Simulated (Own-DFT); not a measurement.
# Strain and stress in 3C SiC, 64 atoms (C32Si32)

These are calculations, not measurements. The program, named Own-DFT, is a retired in-house plane-wave density functional code that no person has reviewed. Each row is one single-point run on a periodic cell that was not relaxed, without spin or spin-orbit coupling.

Settings of every run: PBE; PseudoDojo norm-conserving scalar-relativistic files; cutoff 42 hartree; 4 x 4 x 4 k mesh centred on Gamma; Fermi-Dirac smearing of 0.1 eV.

Known limits: forces on such cells passed a denser k mesh, each cell not checked; stress not checked against mesh or cutoff.

Unstrained cell vectors in Å: (8.719, 0.000, 0.000); (0.000, 8.719, 0.000); (0.000, 0.000, 8.719). The unstrained cell has measured lattice constants (interpolated for alloys), not those of this functional. That, the random moves and any unrelaxed bonds set the pressure at no strain. Each run strains this cell uniformly, with the atoms carried along. Every atom was also moved at random, by a Gaussian of width 0.05 Å on each axis. Strain is the symmetric tensor, in per cent. Stress is positive in tension, and the pressure is minus a third of its trace.

| run | e_xx (%) | e_yy (%) | e_zz (%) | e_yz (%) | e_xz (%) | e_xy (%) | s_xx (GPa) | s_yy (GPa) | s_zz (GPa) | s_yz (GPa) | s_xz (GPa) | s_xy (GPa) | P (GPa) | E (meV/atom) |
|---|---|---|---|---|---|---|---|---|---|---|---|---|---|---|
| 1 | 0.54 | -1.98 | 0.32 | -1.87 | 1.36 | -0.67 | -5.41 | -11.93 | -6.50 | -11.24 | 5.53 | -4.02 | 7.95 | 1.2 |
| 2 | 1.90 | -1.43 | 0.85 | -0.30 | -1.68 | -1.20 | 0.52 | -6.82 | -1.50 | -1.59 | -7.50 | -6.10 | 2.60 | 5.9 |
| 3 | -1.07 | 0.18 | -0.54 | -0.28 | -0.30 | 0.01 | -10.98 | -7.02 | -9.13 | -2.61 | -1.63 | -0.22 | 9.04 | 9.2 |
| 4 | 0.99 | -1.41 | 0.93 | -1.19 | -0.97 | 0.11 | -2.42 | -8.29 | -3.14 | -5.91 | -6.25 | -0.60 | 4.61 | 4.1 |
| 5 | -1.00 | -1.77 | -1.49 | 0.56 | 1.25 | 0.64 | -15.44 | -17.58 | -16.28 | 3.89 | 7.62 | 4.58 | 16.44 | 36.1 |
| 6 | 1.13 | 0.91 | 0.67 | -1.88 | 0.50 | -0.59 | 0.03 | -0.87 | -1.23 | -11.17 | 2.41 | -2.42 | 0.69 | 31.2 |
| 7 | -1.73 | -0.16 | 1.53 | -1.50 | 0.23 | -1.99 | -10.58 | -6.99 | -2.38 | -9.31 | -1.32 | -12.15 | 6.65 | 15.0 |
| 8 | -0.90 | 0.21 | -1.31 | -1.06 | 1.80 | -0.25 | -10.55 | -7.84 | -11.90 | -3.98 | 11.94 | -0.89 | 10.10 | 7.9 |
| 9 | 1.76 | -0.31 | -1.42 | -0.25 | 0.44 | 0.94 | -0.75 | -6.70 | -9.24 | -2.01 | 2.32 | 5.76 | 5.56 | 14.7 |
| 10 | -1.91 | 1.82 | -1.29 | 1.11 | -0.08 | -1.72 | -13.43 | -4.28 | -11.79 | 7.81 | -0.46 | -10.42 | 9.84 | 36.8 |
| 11 | -1.70 | 0.49 | 0.87 | 1.17 | -1.38 | 0.50 | -9.44 | -5.02 | -4.14 | 5.70 | -8.09 | 2.74 | 6.20 | 4.9 |
| 12 | -0.27 | -0.47 | 1.59 | 0.20 | 0.84 | 1.87 | -4.92 | -5.50 | 0.06 | 0.79 | 4.52 | 8.65 | 3.45 | 0.0 |
| 13 | 1.29 | -0.48 | -0.66 | -1.25 | -1.00 | 1.35 | -3.65 | -8.15 | -8.39 | -6.64 | -6.11 | 8.16 | 6.73 | 41.2 |
| 14 | 1.95 | -0.89 | -1.71 | -1.80 | -0.75 | 0.12 | -0.66 | -9.28 | -10.77 | -10.31 | -3.68 | -0.48 | 6.90 | 6.8 |
| 15 | 1.81 | -0.36 | 0.72 | 1.76 | 1.31 | 0.03 | 1.79 | -3.57 | -1.22 | 8.58 | 7.02 | -0.41 | 1.00 | 6.2 |
| 16 | -1.20 | 0.15 | -0.01 | -0.96 | -0.50 | -1.78 | -10.77 | -7.43 | -7.47 | -5.19 | -2.40 | -10.84 | 8.56 | 32.7 |
| 17 | -1.94 | 0.36 | -1.87 | 1.52 | 0.20 | 1.37 | -16.72 | -11.70 | -16.95 | 10.28 | 0.67 | 10.40 | 15.12 | 61.4 |
| 18 | 1.81 | -0.48 | 1.00 | 0.88 | 0.62 | 1.87 | ? | ? | ? | ? | ? | ? | ? | ? |

E is the free energy for each atom above the lowest run shown.

## Worked fit

Each stress component was fitted by least squares to a constant and the strains of the runs shown, as fractions, with shears doubled. Shear strains stay in the fit of a normal stress only where such slopes are resolved. The slopes, in GPa:

```
stress,at no strain,per e_xx,per e_yy,per e_zz,scatter
s_xx,-5.9,400 ± 15,131 ± 23,155 ± 17,0.81
s_yy,-6.1,148 ± 13,373 ± 20,172 ± 14,0.68
s_zz,-6.1,143 ± 11,127 ± 16,411 ± 12,0.56
```

Each shear stress against twice its own strain: yz 279 ± 12, xz 272 ± 15, xy 287 ± 15 GPa. These are stiffnesses along x, y and z of the frame in which the cell vectors are given, which need not be the crystal's axes. The atoms are held to the strained lattice; where symmetry lets them move under strain, relaxing them would lower some slopes. The table should be nearly symmetric about its diagonal, and what it lacks of that shows the noise. A ninth of its sum, 229 ± 9 GPa, estimates the bulk modulus near the mean pressure of these runs, 7.1 GPa, so it lies above the value at zero pressure.

## Withheld run

Question: what normal stresses and pressure should run 18 give?

The fit gives s_xx = 2.2, s_yy = -3.5, s_zz = 0.0 and P = 0.4 GPa. The calculation gave 2.40, -3.07, 0.56 and P = 0.04 GPa.
